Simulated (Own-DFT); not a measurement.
# One trend across several semiconductors

Everything here is calculated. The program is Own-DFT (plane waves, in-house, since retired, never reviewed by a person); positions were held fixed, and spin and spin-orbit coupling were off.

Caveats (not all hold for every row): forces on such cells moved up to 12 meV/angstrom on a denser k mesh; forces not confirmed at this smearing and k mesh; k mesh not checked against a denser one; forces on such cells passed a denser k mesh, each cell not checked; stress not checked against mesh or cutoff.

All runs are PBE with PseudoDojo norm-conserving files; cutoff and k mesh are each material's own. Every cell starts from measured lattice constants and was given uniform random strains and small random moves of its atoms. Each triple is the change of volume in per cent, the rms move u in Å and the pressure in GPa.

- 3C SiC (C32Si32), 10.36 Å³/atom unstrained: (-3.89, 0.054, 15.44); (-2.97, 0.046, 12.87); (-1.76, 0.048, 10.18); (-0.18, 0.049, 5.79); (0.31, 0.047, 4.55); (1.30, 0.049, 2.78); (3.37, 0.054, -1.47)
- wurtzite AlN (Al64N64), 10.45 Å³/atom unstrained: (-1.78, 0.054, 9.73); (-0.99, 0.049, 7.81); (-0.50, 0.049, 7.04); (-0.42, 0.048, 6.96); (1.34, 0.046, 2.80); (1.59, 0.049, 2.30); (1.97, 0.053, 1.94)
- diamond silicon (Si64), 20.02 Å³/atom unstrained: (-3.07, 0.050, 5.87); (-1.32, 0.051, 4.08); (0.06, 0.051, 2.74); (0.76, 0.046, 1.99); (1.07, 0.052, 1.59); (1.13, 0.050, 1.61); (2.46, 0.050, 0.36)
- zincblende GaP (Ga32P32), 20.24 Å³/atom unstrained: (-2.29, 0.052, 5.74); (-0.28, 0.051, 3.57); (0.66, 0.054, 3.05); (1.53, 0.050, 1.76); (2.22, 0.050, 1.46); (2.45, 0.047, 1.31); (3.25, 0.052, 0.74)
- zincblende GaAs (As32Ga32), 22.58 Å³/atom unstrained: (-2.84, 0.055, 6.78); (-1.51, 0.047, 5.30); (-1.20, 0.046, 4.80); (-0.12, 0.055, 4.34); (-0.02, 0.049, 4.23); (1.18, 0.051, 3.15); (1.44, 0.050, 3.02)
- zincblende InP (In32P32), 25.27 Å³/atom unstrained: withheld
- grey tin (Sn64), 34.15 Å³/atom unstrained: (-2.27, 0.049, 4.95); (-0.60, 0.055, 4.18); (-0.35, 0.050, 3.82); (0.36, 0.051, 3.45); (0.42, 0.050, 3.58); (1.17, 0.049, 3.18); (1.69, 0.048, 2.90)

## What the rows give

Fit a line to each set against the fractional change of volume; B is minus its slope, and u is nearly the same within a set. To take it to zero pressure, assume that B rises by 4 GPa for each GPa: B0 = B - 4 x (mean pressure). The bond length of an ideal tetrahedral crystal with the unstrained volume v is d = (√3/4)(8 v)^(1/3). Cohen's empirical rule reads B0 = (1971 - 220 L) d^(-3.5) GPa, with L = 0 for group IV crystals and SiC and 1 for III-V compounds.

```
                  material  L  d (Å)  B (GPa)  mean P (GPa)  B0 (GPa)  rule (GPa)
          3C SiC (C32Si32)  0  1.888  235 ± 8           7.2   207 ± 8         213
    wurtzite AlN (Al64N64)  1  1.893  214 ± 6           5.5   192 ± 6         188
    diamond silicon (Si64)  0  2.352  101 ± 1           2.6    90 ± 1          99
  zincblende GaP (Ga32P32)  1  2.360   91 ± 5           2.5    81 ± 5          87
zincblende GaAs (As32Ga32)  1  2.448   84 ± 6           4.5    66 ± 6          76
  zincblende InP (In32P32)  1  2.541        ?             ?         ?          67
           grey tin (Sn64)  0  2.810   52 ± 3           3.7    37 ± 3          53
```

A line through ln[B0/(1971 - 220 L)] against ln d has a slope of -4.3 ± 0.2 and a scatter of 7 %. Against the rule, B0 stands at 97 % for 3C SiC, 102 % for wurtzite AlN, 91 % for diamond silicon, 94 % for zincblende GaP, 86 % for zincblende GaAs, 70 % for grey tin. PBE tends to make silicon and heavier crystals too soft, and the rule itself is only a guide.

## Prediction

Asked: what B0 does the fitted trend give for zincblende InP (In32P32)?

The straight line predicts 55 GPa. Its own runs give B = 76 ± 3 GPa at a mean pressure of 4.4 GPa, so B0 = 58 GPa.
